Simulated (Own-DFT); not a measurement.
Simulation results for AlGa₃N₄ (wurtzite random alloy, strained, atoms displaced)

All values are calculated (Own-DFT development build). A calculation, not a measurement: plane-wave PBE density functional theory by an unreviewed code, no spin, of a simulated periodic cell, stress positive in tension, free energy of the whole cell less one offset for each atom, forces on such cells passed a denser k mesh, this cell's mesh not checked; offsets are fitted by least squares, one for each functional and potential file, so energies compare only between cells with the same atoms and settings and are not formation energies; the far tail of each file's local potential was reset to the Coulomb form; each entry is a single point on an unrelaxed cell, so the pressure reflects the starting lattice, mostly measured values, from which strain is counted, and rises with the displacements; printed positions are rounded, which can move forces by about a meV/angstrom; the program is a retired in-house code; no spin-orbit coupling.

Settings shared by all entries: functional PBE; potential files PseudoDojo norm-conserving, scalar-relativistic, standard set with the stringent files for Ga; wave cutoff 96 hartree; occupations Gaussian; smearing width 0.01 eV; k mesh 4 x 4 x 3 centred on Gamma.

(1) AlGa₃N₄ (wurtzite random alloy, strained, atoms displaced)

```
AlGa3N4
1.0
      9.4379     0.0000     0.0000
     -4.7190     8.1735     0.0000
      0.0000     0.0000    10.2685
Ga Al N Ga N Ga Al N Al Ga N Ga N Ga N Ga Al N Ga Al N Ga Al N Ga N Al Ga N Ga N Al N Ga N Ga N Ga N Ga N Ga N
1 1 2 2 2 1 1 2 1 1 2 2 2 2 2 1 1 2 1 1 2 1 1 2 2 2 1 1 2 2 2 2 2 2 2 2 2 2 2 2 2 2 2
Direct
  0.11621 0.21953 0.00520
  0.23448 0.12449 0.25486
  0.10341 0.22142 0.18342
  0.22219 0.11203 0.43864
  0.11943 0.23460 0.49807
  0.23319 0.11504 0.73169
  0.11071 0.22159 0.69169
  0.22761 0.11258 0.94178
  0.11093 0.55295 0.00044
  0.21054 0.43763 0.24864
  0.11429 0.55594 0.18678
  0.21911 0.45283 0.43570
  0.10870 0.55460 0.50675
  0.21560 0.44099 0.75143
  0.11886 0.55228 0.68576
  0.22305 0.44228 0.93291
  0.12226 0.89538 0.99131
  0.22479 0.77716 0.25215
  0.10873 0.88409 0.19835
  0.22647 0.77929 0.43814
  0.11307 0.88125 0.49897
  0.22575 0.76645 0.74496
  0.10887 0.88179 0.68272
  0.21888 0.77464 0.93875
  0.44974 0.23083 0.00022
  0.55950 0.11711 0.25163
  0.45256 0.21883 0.19168
  0.55572 0.11898 0.43593
  0.44801 0.22397 0.50194
  0.55197 0.10672 0.75676
  0.44493 0.21510 0.69466
  0.55397 0.10735 0.93722
  0.44629 0.55986 0.99764
  0.55390 0.43997 0.24987
  0.44547 0.55495 0.18511
  0.55767 0.45655 0.43451
  0.44430 0.56465 0.49620
  0.55475 0.45134 0.75108
  0.44223 0.55630 0.69165
  0.56428 0.44451 0.93135
  0.44091 0.88252 0.99826
  0.56003 0.77931 0.25287
  0.44591 0.89609 0.19054
  0.55184 0.77893 0.43235
  0.44514 0.89318 0.49958
  0.55076 0.76820 0.75280
  0.43743 0.89196 0.68978
  0.56291 0.77967 0.93948
  0.78125 0.21614 0.99855
  0.89302 0.11093 0.24426
  0.78039 0.22558 0.18925
  0.89062 0.11908 0.43923
  0.78215 0.22301 0.49695
  0.88294 0.10121 0.75081
  0.77283 0.21365 0.68870
  0.88460 0.10850 0.93958
  0.76746 0.54267 0.99635
  0.89187 0.45403 0.24795
  0.78513 0.55642 0.18911
  0.87696 0.43958 0.43908
  0.77963 0.55805 0.50238
  0.88507 0.44906 0.74869
  0.77995 0.55682 0.67666
  0.89245 0.45060 0.93906
  0.76590 0.88526 0.00272
  0.88421 0.77576 0.25100
  0.76778 0.88674 0.18733
  0.88833 0.77509 0.44250
  0.77150 0.88909 0.50115
  0.89734 0.78766 0.74739
  0.78699 0.89035 0.69200
  0.88940 0.78019 0.94499
```

Results for AlGa₃N₄ (wurtzite random alloy, strained, atoms displaced): free energy of cell above offsets -9.416 eV; pressure 9.97 GPa; stress xx -11.43 GPa; stress yy -9.6 GPa; stress zz -8.88 GPa; stress yz -0.04 GPa; stress xz -0.07 GPa; stress xy 0.37 GPa.

Force:
```tsv
element	x (eV/Å)	y (eV/Å)	z (eV/Å)
Ga	-0.771	-0.184	-2.209
Al	-0.546	-2.188	-0.804
N	1.734	0.27	2.517
N	0.128	0.479	-0.227
Ga	-0.444	-1.302	0.624
Ga	-2.436	-1.633	2.199
N	0.136	-0.261	-0.88
N	0.019	0.906	-1.226
Ga	-0.042	0.213	0.003
Al	0.909	1.188	-0.174
N	0.507	-0.424	0.476
N	-0.032	0.074	-0.589
Al	-0.68	0.162	-1.805
Ga	1.183	-0.817	-0.102
N	-2.022	-0.334	-0.622
N	0.116	0.123	1.405
Ga	-1.54	-1.118	2.05
Ga	-0.21	0.317	-0.523
N	-0.022	2.189	-0.93
N	0.088	-1.8	0.81
Ga	-1.134	0.888	-0.777
Ga	-1.913	1.027	1.24
N	1.286	0.723	0.807
N	1.964	0.025	-0.637
Ga	0.466	-1.579	0.09
Al	1.197	-0.855	-0.272
N	-1.793	1.395	0.002
N	0.811	-0.907	-0.417
Ga	-0.489	0.962	-0.02
Al	0.71	0.379	-0.741
N	1.896	1.973	-1.087
N	0.827	-0.212	0.657
Ga	0.179	-0.922	0.352
Al	0.451	1.043	-0.125
N	-0.296	-1.358	0.877
N	-0.163	-1.209	-0.109
Ga	0.201	-1.075	0.473
Ga	1.236	-0.917	-1.446
N	-0.263	-0.6	-1.201
N	-2.524	-0.171	0.613
Al	-0.248	0.923	0.744
Ga	-1.859	-0.5	-1.289
N	0.732	0.004	-1.034
N	0.144	0.859	1.75
Ga	0.042	0.563	-0.013
Ga	0.126	2.215	-0.356
N	2.344	0.417	-0.159
N	-3.251	-0.74	-0.71
Al	-1.362	1.01	0.383
Al	-1.692	-0.332	0.919
N	0.313	-0.861	-0.641
N	1.445	-1.336	-1.648
Ga	-1.344	-0.021	0.899
Ga	0.105	1.902	0.446
N	-0.798	0.492	0.39
N	0.631	0.363	0.289
Ga	1.985	3.001	1.451
Ga	1.148	-1.445	0.7
N	-3.036	-0.463	-0.611
N	2.257	1.579	0.029
Ga	-0.662	-0.36	-2.114
Ga	0.85	-1.158	0.103
N	-0.775	0.263	3.397
N	0.291	-2.157	-0.468
Ga	3.14	1.088	0.142
Ga	0.407	0.525	-0.085
N	1.774	1.499	0.698
N	-0.685	1.014	-0.651
Ga	1.274	0.488	-0.129
Ga	0.3	-1.703	1.502
N	-2.333	-1.247	-1.195
N	0.014	-0.355	-1.011
```

(2) AlGa₃N₄ (wurtzite random alloy, strained, atoms displaced)

```
AlGa3N4
1.0
      9.4379     0.0000     0.0000
     -4.7190     8.1735     0.0000
      0.0000     0.0000    10.2685
Ga N Ga Al N Ga N Ga N Al Ga N Ga N Ga N Al N Al Ga N Ga N Ga N Al Ga N Ga N Ga N Ga N Al N Ga Al N Ga N
2 2 1 1 2 2 2 2 2 1 1 2 2 2 2 2 2 2 1 1 2 2 2 2 2 1 1 2 2 2 2 2 2 2 2 2 1 1 2 2 2
Direct
  0.10935 0.21484 0.99843
  0.21431 0.10369 0.24573
  0.11923 0.22978 0.19595
  0.23401 0.11873 0.44188
  0.10737 0.21195 0.50203
  0.23246 0.11717 0.74970
  0.09836 0.21499 0.68640
  0.22212 0.10266 0.92836
  0.10071 0.54499 0.00085
  0.21903 0.44962 0.24825
  0.11466 0.54678 0.18346
  0.22603 0.44346 0.44389
  0.09665 0.54990 0.50001
  0.22831 0.44500 0.75010
  0.12546 0.56283 0.69070
  0.21832 0.44807 0.93149
  0.10233 0.88022 0.00103
  0.22462 0.77581 0.24748
  0.11182 0.88377 0.18478
  0.22401 0.77233 0.43499
  0.11597 0.89798 0.50698
  0.21635 0.78102 0.75115
  0.11892 0.89070 0.68798
  0.23197 0.77979 0.95322
  0.44231 0.22440 0.99462
  0.55370 0.11036 0.24834
  0.44470 0.22409 0.18946
  0.55921 0.11012 0.44144
  0.44610 0.22383 0.48957
  0.55355 0.11652 0.74432
  0.43521 0.21296 0.69007
  0.55608 0.10725 0.93163
  0.44871 0.56454 0.99346
  0.54643 0.43964 0.25119
  0.45052 0.56140 0.18943
  0.54978 0.44206 0.44178
  0.44147 0.55687 0.50852
  0.54578 0.44442 0.74744
  0.43274 0.55051 0.69915
  0.56306 0.44861 0.94532
  0.45242 0.90083 0.99489
  0.56145 0.77874 0.25178
  0.44893 0.89187 0.19047
  0.56233 0.78168 0.43505
  0.45031 0.89574 0.49794
  0.56173 0.78642 0.74841
  0.43255 0.89063 0.68803
  0.55572 0.78133 0.94610
  0.78361 0.23281 0.99399
  0.89129 0.11342 0.25717
  0.77640 0.22271 0.18459
  0.88511 0.10813 0.43898
  0.79316 0.23727 0.49214
  0.88384 0.10897 0.75140
  0.78408 0.22173 0.68003
  0.87522 0.10292 0.93574
  0.78185 0.55471 0.00534
  0.88856 0.44961 0.24901
  0.77873 0.56175 0.19172
  0.89449 0.45058 0.43869
  0.77664 0.56278 0.49923
  0.88843 0.44453 0.74705
  0.77747 0.56503 0.68517
  0.88631 0.44222 0.94447
  0.78419 0.89504 0.00211
  0.89443 0.77181 0.25462
  0.77492 0.89054 0.18666
  0.88847 0.77530 0.44168
  0.78920 0.89944 0.49282
  0.88045 0.78376 0.75273
  0.77807 0.88952 0.69228
  0.88825 0.78156 0.94005
```

It finds free energy of cell above offsets -8.477 eV; pressure 10.14 GPa; stress xx -10.74 GPa; stress yy -12.18 GPa; stress zz -7.5 GPa; stress yz 1.13 GPa; stress xz -0.66 GPa; stress xy -0.08 GPa.

Force:
```tsv
element	x (eV/Å)	y (eV/Å)	z (eV/Å)
Ga	-0.369	0.797	-0.118
Ga	1.01	0.658	0.818
N	-0.736	-1.368	-1.46
N	-0.86	-1.18	-1.031
Ga	0.168	1.754	-0.216
Al	-2.509	-1.594	-0.632
N	2.407	0.2	0.914
N	-0.813	-0.274	1.428
Ga	1.614	1.898	-0.493
Ga	2.987	-0.277	1.732
N	-2.828	1.452	0.497
N	-1.447	-0.502	-0.582
Ga	3.964	2.006	1.209
Ga	-3.301	-1.917	0.042
N	-2.737	-1.4	-0.049
N	1.764	-0.974	1.878
Al	1.625	0.639	-0.621
Ga	0.679	-0.132	-0.021
N	-1.432	-0.292	0.043
N	-0.118	1.134	0.676
Ga	1.085	-1.186	-1.281
Ga	1.495	-0.91	1.588
N	-2.665	1.367	0.926
N	-2.914	-0.674	-1.481
Ga	0.751	-0.513	0.624
Ga	0.366	0.071	0.282
N	-0.379	-0.864	-0.661
N	-0.625	1.03	-0.12
Al	1.119	-0.061	1.574
Al	1.016	-0.871	-0.054
N	1.193	1.866	-1.553
N	-0.331	2.702	-1.031
Al	-0.286	-0.902	1.27
Ga	0.139	0.983	0.083
N	-0.807	-0.771	-1.516
N	1.427	0.494	0.418
Ga	0.099	0.547	-0.832
Ga	1.914	-0.411	0.727
N	2.788	2.461	-1.685
N	-1.619	0.278	-1.099
Ga	0.28	-1.551	1.709
Ga	-0.945	0.035	-0.573
N	-0.119	-0.315	-0.472
N	-0.746	0.128	2.033
Al	-0.26	-1.462	0.232
Ga	-1.933	-0.507	0.924
N	2.256	1.147	-0.843
N	0.849	-0.431	-1.455
Ga	-0.562	-3.098	1.243
Ga	-0.365	-0.127	-2.111
N	0.383	0.532	0.645
N	0.695	1.844	-0.215
Ga	-1.318	-2.141	0.991
Ga	0.184	0.3	-0.104
N	-2.154	1.189	1.264
N	1.286	1.979	0.321
Ga	-0.955	0.821	-0.254
Ga	0.625	-0.748	-0.37
N	0.098	-0.256	0.461
N	-3.277	0.252	-1.037
Al	-0.141	-1.122	0.313
Al	0.394	0.585	-0.098
N	0.823	-1.59	0.032
N	-0.479	1.545	-2.972
Ga	-1.167	-1.282	0.579
Al	-1.257	1.416	-0.418
N	2.631	0.2	1.23
N	0.633	0.505	-1.113
Ga	-1.106	-2.587	1.499
Ga	2.536	-0.555	0.097
N	-0.806	0.585	-1.843
N	1.087	-0.559	0.118
```

(3) AlGa₃N₄ (wurtzite random alloy, strained, atoms displaced)

```
AlGa3N4
1.0
      9.4379     0.0000     0.0000
     -4.7190     8.1735     0.0000
      0.0000     0.0000    10.2685
Ga Al N Ga N Ga N Ga N Ga N Ga N Al Ga N Ga N Ga N Ga N Al Ga N Al Ga N Al Ga N Al Ga N Ga N Al N Ga N Ga Al N
1 1 2 2 2 2 2 2 2 2 2 2 2 1 1 2 2 2 2 2 2 2 1 1 2 1 1 2 1 1 2 1 1 2 2 2 2 2 2 2 1 1 2
Direct
  0.11348 0.22076 0.00544
  0.22817 0.12189 0.25108
  0.10619 0.22079 0.18955
  0.22422 0.11375 0.43632
  0.10471 0.22558 0.50201
  0.22040 0.10316 0.75009
  0.11518 0.23023 0.69425
  0.21203 0.10075 0.94125
  0.10718 0.56153 0.99896
  0.23540 0.45229 0.24877
  0.11580 0.55137 0.18194
  0.21444 0.44817 0.43701
  0.11646 0.55279 0.50477
  0.21838 0.43458 0.74303
  0.11139 0.56239 0.68571
  0.22684 0.44674 0.94550
  0.11059 0.89126 0.00162
  0.22613 0.77915 0.25438
  0.10762 0.88945 0.18820
  0.21570 0.77776 0.43380
  0.10589 0.89035 0.49209
  0.22486 0.78066 0.75553
  0.09977 0.87779 0.69169
  0.22486 0.77860 0.93874
  0.44467 0.23409 0.00156
  0.55613 0.10604 0.24647
  0.44279 0.21811 0.18112
  0.55973 0.10381 0.44281
  0.43998 0.22259 0.49804
  0.56258 0.12241 0.74499
  0.43754 0.21932 0.68644
  0.54573 0.10893 0.94099
  0.43323 0.55182 0.00489
  0.55831 0.45267 0.25318
  0.44935 0.55903 0.18959
  0.56062 0.44132 0.43966
  0.44121 0.54562 0.49941
  0.55571 0.43645 0.74938
  0.45002 0.55627 0.68559
  0.55577 0.44507 0.93713
  0.45124 0.89629 0.99940
  0.55187 0.78625 0.24609
  0.45407 0.89404 0.17961
  0.55713 0.77245 0.42868
  0.44917 0.88829 0.49564
  0.55317 0.78386 0.75210
  0.44198 0.89372 0.68271
  0.55569 0.77617 0.94216
  0.78083 0.22376 0.00868
  0.89658 0.11378 0.26264
  0.78199 0.22968 0.18839
  0.88300 0.10466 0.43517
  0.78387 0.22454 0.49986
  0.88991 0.11635 0.74534
  0.77842 0.21910 0.70066
  0.87613 0.10950 0.94066
  0.77680 0.56030 0.99722
  0.89633 0.44811 0.25854
  0.77471 0.55297 0.18160
  0.88048 0.44763 0.43782
  0.77248 0.56194 0.49781
  0.88901 0.44462 0.74927
  0.78659 0.55745 0.68960
  0.88619 0.44659 0.94196
  0.78125 0.88575 0.99716
  0.88505 0.78565 0.23906
  0.78305 0.88729 0.17952
  0.89057 0.76479 0.44274
  0.78012 0.88922 0.50118
  0.89781 0.77924 0.75322
  0.77091 0.88592 0.69041
  0.90129 0.78080 0.94387
```

Results for AlGa₃N₄ (wurtzite random alloy, strained, atoms displaced): free energy of cell above offsets -8.764 eV; pressure 10.07 GPa; stress xx -9.96 GPa; stress yy -10.63 GPa; stress zz -9.61 GPa; stress yz 0.83 GPa; stress xz 0.02 GPa; stress xy -0.6 GPa.

Force:
```tsv
element	x (eV/Å)	y (eV/Å)	z (eV/Å)
Ga	-1.55	-0.129	-1.045
Al	0.001	-1.352	-0.925
N	1.886	0.52	1.145
N	-1.3	0.326	-0.512
Ga	1.159	-0.308	-0.1
Ga	-0.624	-0.185	0.605
N	0.116	-3.6	-1.959
N	1.193	2.84	-0.724
Ga	0.732	-0.832	-0.269
Ga	-1.666	-1.055	-0.197
N	-0.404	0.989	1.6
N	2.309	-1.362	-0.433
Ga	-2.98	1.79	-0.529
Ga	0.203	4.401	2.353
N	0.166	-1.561	1.382
N	-2.012	-1.288	-1.803
Ga	1.867	-0.621	0.974
Ga	-0.707	-0.23	-1.987
N	1.103	1.315	1.027
N	2.044	0.328	1.57
Ga	1.122	-0.27	1.291
Ga	0.039	0.033	-0.791
N	1.028	1.752	-1.231
N	0.74	1.01	0.711
Al	0.639	-1.911	-0.789
Ga	-0.1	1.693	0.587
N	-0.925	0.631	1.375
N	-0.137	0.854	-0.336
Ga	1.601	-0.765	0.194
Ga	-1.104	-1.878	1.531
N	0.386	0.013	-0.329
N	0.59	1.397	0.092
Ga	2.181	1.25	-0.785
Ga	1.257	-1.09	-0.875
N	0.035	0.423	0.191
N	-0.761	0.354	-0.075
Ga	-0.14	1.187	-0.003
Ga	-0.152	1.602	0.172
N	-0.629	-0.216	0.278
N	-0.799	-0.235	0.16
Al	-0.396	-0.78	-1.004
Ga	2.484	-0.777	-0.274
N	-1.816	-0.44	0.025
N	-0.88	0.399	1.624
Al	-0.697	-0.84	0.426
Ga	-0.133	-0.865	0.166
N	0.436	-0.053	-0.458
N	-0.832	0.338	-0.159
Al	-1.11	0.256	-1.338
Ga	-1.296	-0.428	-4.184
N	0.55	-0.969	0.662
N	-0.204	1.195	3.146
Al	-1.42	0.164	0.199
Ga	0.866	-1.686	2.18
N	-0.172	2.631	-3.259
N	1.334	0.595	-0.331
Ga	0.307	-0.725	0.165
Ga	-0.664	0.386	-1.977
N	0.39	0.524	1.459
N	0.843	-0.955	2.074
Al	1.681	-1.726	1.519
Al	0.333	0.341	0.817
N	-0.741	-0.04	-0.496
N	0.351	-1.228	-1.445
Ga	-0.569	0.592	-0.719
Ga	2.253	-2.345	1.665
N	-2.708	1.655	1.38
N	-2.218	2.046	-1.591
Ga	-0.003	-1.728	0.212
Al	-2.351	-1.102	0.413
N	1.976	0.38	-0.03
N	-1.997	-0.636	-2.409
```

(4) AlGa₃N₄ (wurtzite random alloy, strained, atoms displaced)

```
AlGa3N4
1.0
      9.4379     0.0000     0.0000
     -4.7190     8.1735     0.0000
      0.0000     0.0000    10.2685
Ga N Ga N Al Ga N Ga Al N Al Ga N Al N Ga Al N Ga N Al Ga N Ga N Ga Al N Ga N Ga N Ga N Ga Al N Ga N Ga N Ga N
2 2 2 2 1 1 2 1 1 2 1 1 2 2 2 1 1 2 2 2 1 1 2 2 2 1 1 2 2 2 2 2 2 2 1 1 2 2 2 2 2 2 2
Direct
  0.11418 0.23076 0.01309
  0.22664 0.10803 0.25199
  0.10491 0.22279 0.17937
  0.22278 0.11886 0.42890
  0.11076 0.21742 0.50370
  0.23168 0.11534 0.74779
  0.11266 0.22774 0.67984
  0.22895 0.11168 0.93568
  0.11330 0.56317 0.00092
  0.22242 0.44834 0.24964
  0.11276 0.56003 0.19138
  0.21573 0.43745 0.43145
  0.11328 0.55416 0.50313
  0.22867 0.45689 0.75259
  0.10728 0.55073 0.68381
  0.22972 0.45039 0.94114
  0.11751 0.88908 0.98497
  0.22037 0.77516 0.25208
  0.11682 0.89150 0.18383
  0.22181 0.77278 0.44450
  0.09935 0.88439 0.50655
  0.22449 0.77776 0.75392
  0.11405 0.89521 0.68545
  0.22283 0.76859 0.94628
  0.45375 0.22551 0.99692
  0.56053 0.10992 0.25092
  0.44392 0.21915 0.19193
  0.56205 0.10485 0.43081
  0.43468 0.21510 0.49616
  0.55816 0.10501 0.75021
  0.44800 0.22500 0.68240
  0.56414 0.11918 0.93493
  0.43561 0.54551 0.00727
  0.55199 0.43668 0.26064
  0.44789 0.54896 0.18616
  0.56512 0.44288 0.43817
  0.43172 0.54071 0.50241
  0.54592 0.43231 0.74668
  0.44694 0.56026 0.69377
  0.54855 0.44157 0.93799
  0.45571 0.89568 0.99801
  0.56463 0.78511 0.24564
  0.44777 0.88773 0.18832
  0.55809 0.78228 0.44491
  0.44217 0.88722 0.49992
  0.55270 0.77644 0.75046
  0.45028 0.89024 0.68793
  0.55603 0.78164 0.93508
  0.77982 0.21940 0.99431
  0.89055 0.10154 0.24587
  0.77899 0.22860 0.18967
  0.89329 0.11127 0.43764
  0.78020 0.22816 0.50745
  0.89494 0.12114 0.74859
  0.78142 0.22157 0.68883
  0.89055 0.11181 0.93624
  0.77966 0.56533 0.00232
  0.88028 0.43478 0.24788
  0.78391 0.55717 0.18867
  0.89859 0.44898 0.43747
  0.77467 0.55690 0.51256
  0.88570 0.44412 0.75525
  0.77150 0.55911 0.69000
  0.88366 0.45283 0.93677
  0.78386 0.89160 0.99770
  0.89056 0.78423 0.24917
  0.77355 0.88389 0.19038
  0.87859 0.76675 0.43669
  0.77707 0.89361 0.49803
  0.89240 0.77423 0.74732
  0.76454 0.87983 0.69527
  0.88258 0.77543 0.93179
```

It finds free energy of cell above offsets -8.617 eV; pressure 10.16 GPa; stress xx -8.57 GPa; stress yy -10.3 GPa; stress zz -11.62 GPa; stress yz -0.28 GPa; stress xz 0.09 GPa; stress xy -0.81 GPa.

Force:
```tsv
element	x (eV/Å)	y (eV/Å)	z (eV/Å)
Ga	0.592	-0.659	-5.363
Ga	-0.862	0.154	-2.081
N	1.128	-0.149	4.719
N	0.006	-2.391	2.351
Ga	-0.76	0.603	-1.868
Ga	-1.489	0.423	0.458
N	0.917	0.94	2.887
N	-0.569	-0.537	0.197
Al	-0.008	-2.27	0.989
Ga	0.209	-0.237	-0.647
N	-0.956	-1.446	-1.4
N	0.508	0.2	1.216
Ga	-0.047	-0.312	-1.176
Al	0.051	-1.359	-0.003
N	0.619	1.318	2.587
N	-1.822	0.082	-0.798
Al	-0.863	0.062	1.838
Ga	0.167	0.719	0.271
N	-0.715	-0.31	-1.064
N	-1.694	1.433	-0.271
Al	0.937	-0.073	-2.157
Al	0.224	-0.215	-0.788
N	1.165	-1.098	0.54
N	-0.782	2.177	-2.424
Ga	-0.918	-0.134	1.265
Al	-0.417	-0.096	-0.687
N	1.39	-0.336	-0.517
N	-1.14	0.885	0.902
Ga	2.033	0.338	-0.496
Ga	-0.342	0.882	-0.541
N	0.683	-1.697	-0.223
N	-0.354	-1.034	-0.026
Al	1.378	1.562	-1.111
Ga	0.779	0.922	-2.232
N	-0.596	1.451	0.705
N	-1.699	-0.619	1.718
Ga	0.891	1.746	-0.359
Ga	-0.059	2.348	1.399
N	-0.966	-1.923	-0.869
N	0	1.096	-0.031
Ga	-0.669	-0.423	0.769
Al	-1.525	-1.946	1.369
N	0.49	0.688	0.31
N	-0.227	-1.756	-2.128
Ga	0.402	0.168	-0.157
Ga	0.207	-0.017	0.445
N	-2.29	-0.769	0.545
N	0.709	-1.49	1.499
Ga	0.051	1.511	1.302
Ga	-1.279	1.698	1.03
N	0.17	-1.869	-0.715
N	-0.529	0.246	-0.327
Ga	0.406	-0.214	-2.094
Ga	0.937	-2.07	0.09
N	-1.14	0.683	0.621
N	0.742	0.579	0.248
Ga	-0.87	-1.335	0.319
Al	0.76	2.381	0.916
N	-0.372	-0.386	0.466
N	-1.567	-0.644	-0.406
Ga	1.286	-0.628	-2.319
Ga	-0.158	0.303	-1.022
N	0.966	-1.348	1.084
N	2.201	-0.381	0.954
Ga	-0.969	-0.406	-0.314
Ga	1.446	-1.425	0.096
N	0.148	0.329	-1.161
N	1.025	2.151	0.798
Ga	0.251	-0.782	1.289
Ga	-1.826	1.159	0.074
N	2.51	2.124	-1.298
N	2.097	1.425	0.804
```

(5) AlGa₃N₄ (wurtzite random alloy, strained, atoms displaced)

```
AlGa3N4
1.0
      9.4379     0.0000     0.0000
     -4.7190     8.1735     0.0000
      0.0000     0.0000    10.2685
Al N Ga N Al Ga N Al Ga N Ga N Al Ga N Ga N Ga Al N Ga N Ga Al N Ga N Ga N Ga Al N Ga N Ga N Ga N Ga N Al Ga N
2 2 2 2 1 1 2 1 1 2 2 2 1 1 2 2 2 1 1 2 2 2 1 1 2 2 2 2 2 1 1 2 2 2 2 2 2 2 2 2 1 1 2
Direct
  0.11006 0.22880 0.00011
  0.22891 0.13182 0.25184
  0.10495 0.22147 0.17968
  0.21843 0.11165 0.44006
  0.11072 0.22288 0.49454
  0.22445 0.10862 0.75946
  0.10660 0.21961 0.68417
  0.21921 0.12088 0.94340
  0.11722 0.55772 0.01429
  0.23419 0.45283 0.24915
  0.12423 0.56601 0.19734
  0.21779 0.44305 0.43444
  0.10872 0.55860 0.49004
  0.22730 0.44434 0.75194
  0.11090 0.54973 0.69176
  0.21472 0.44121 0.93546
  0.10277 0.88157 0.99688
  0.22881 0.78109 0.24501
  0.10702 0.87707 0.18739
  0.22305 0.78260 0.44074
  0.12023 0.88874 0.49896
  0.22895 0.77876 0.74701
  0.11588 0.88362 0.67742
  0.21785 0.77146 0.93044
  0.43334 0.21544 0.99317
  0.55173 0.11688 0.25329
  0.45087 0.22155 0.19117
  0.55338 0.11138 0.43744
  0.43096 0.21969 0.49515
  0.55610 0.10565 0.75475
  0.44762 0.22140 0.68785
  0.56024 0.10995 0.93828
  0.44481 0.56500 0.99568
  0.55991 0.43685 0.24428
  0.44252 0.56189 0.19068
  0.55258 0.44379 0.44377
  0.43884 0.54392 0.50820
  0.56467 0.44940 0.75618
  0.44671 0.55511 0.69741
  0.56644 0.45052 0.93487
  0.44239 0.88803 0.99506
  0.55537 0.78253 0.24849
  0.45152 0.89271 0.19053
  0.56115 0.78020 0.43865
  0.44757 0.88942 0.50368
  0.54758 0.77048 0.74956
  0.44689 0.89445 0.69343
  0.54441 0.77102 0.94857
  0.77419 0.23119 0.99545
  0.89680 0.11333 0.24409
  0.78524 0.22824 0.18324
  0.89108 0.11827 0.43148
  0.78414 0.22578 0.50187
  0.88217 0.10637 0.75169
  0.76448 0.21997 0.68816
  0.88106 0.10368 0.93394
  0.77920 0.55780 0.01422
  0.88073 0.43245 0.24570
  0.77525 0.54924 0.18544
  0.89373 0.44068 0.44424
  0.78695 0.55780 0.49341
  0.88436 0.44464 0.75238
  0.77677 0.55123 0.69042
  0.89155 0.44367 0.93333
  0.77700 0.89267 0.00713
  0.88488 0.77762 0.25386
  0.78260 0.88054 0.18678
  0.89675 0.78573 0.43591
  0.78168 0.88706 0.50467
  0.88697 0.77581 0.75888
  0.77208 0.88290 0.68738
  0.88989 0.77290 0.93556
```

It finds free energy of cell above offsets -8.533 eV; pressure 10.29 GPa; stress xx -10.3 GPa; stress yy -10.72 GPa; stress zz -9.85 GPa; stress yz 0.42 GPa; stress xz -0.28 GPa; stress xy -0.01 GPa.

Force:
```tsv
element	x (eV/Å)	y (eV/Å)	z (eV/Å)
Al	-0.796	-0.668	-0.994
Al	0.279	-2.397	-0.477
N	1.381	0.399	0.868
N	-0.322	-1.253	-2.086
Ga	-0.819	0.033	1.195
Ga	-0.439	0.108	-2.447
N	0.516	-0.232	0.707
N	-0.772	-1.495	0.12
Al	-0.75	-0.28	-2.376
Ga	-1.297	-1.242	0.541
N	-1.186	-2.118	-1.601
N	0.042	0.873	0.752
Al	1.35	0.163	1.794
Ga	-1.498	-0.919	-0.645
N	-0.147	0.56	-2.022
N	0.044	0.383	1.958
Ga	1.173	0.842	0.876
Ga	-0.274	1.3	1.516
N	-0.584	2.337	-0.074
N	0.599	-1.022	-0.445
Al	-1.503	0.501	-0.418
Ga	-1.171	-1.374	-0.514
N	-1.123	0.651	1.65
N	0.024	0	2.068
Ga	1.97	1.477	0.709
Ga	2.624	-1.511	0.173
N	-3.13	-0.236	-1.478
N	0.081	0.441	0.486
Ga	2.475	0.365	1.726
Al	-1.07	1.183	-0.898
N	0.022	0.418	1.246
N	-1.836	-0.259	-0.687
Ga	0.515	-3.704	1.22
Ga	-2.027	1.716	1.498
N	2.495	-0.535	-1.207
N	1.129	0.065	-1.477
Ga	-0.554	1.647	-0.748
Al	-0.219	-1.146	-1.423
N	1.031	-1.134	-0.607
N	-1.219	-0.648	0.99
Ga	-0.814	0.269	1.082
Ga	1.083	-0.206	1.085
N	-0.841	0.824	-1.08
N	0.43	-0.345	0.79
Ga	0.128	0.137	-0.453
Ga	0.437	1.473	0.724
N	0.931	-0.148	-0.308
N	1.46	2.794	-2.152
Ga	1.494	-0.782	0.361
Al	-1.536	-0.65	0.659
N	0.266	-2.72	0.126
N	0.358	-2.024	-0.394
Ga	-1.097	-1.253	0.306
Ga	0.006	0.611	-1.179
N	1.217	-0.337	0.481
N	0.744	1.408	1.56
Ga	0.593	-0.377	-4.24
Ga	1.239	2.413	1.585
N	0.529	0.722	3.079
N	-0.577	1.086	-1.828
Ga	-1.085	-0.027	1.449
Ga	1.314	-0.121	-0.901
N	-0.983	0.948	-0.803
N	0.483	1.638	2.518
Ga	0.173	-0.902	-1.601
Ga	1.939	-0.596	-0.182
N	-1.845	2.224	0.712
N	0.066	-0.082	1.356
Al	-0.566	0.507	-1.007
Ga	0.625	-0.149	-2.848
N	0.253	0.075	-0.137
N	-1.441	0.3	1.773
```
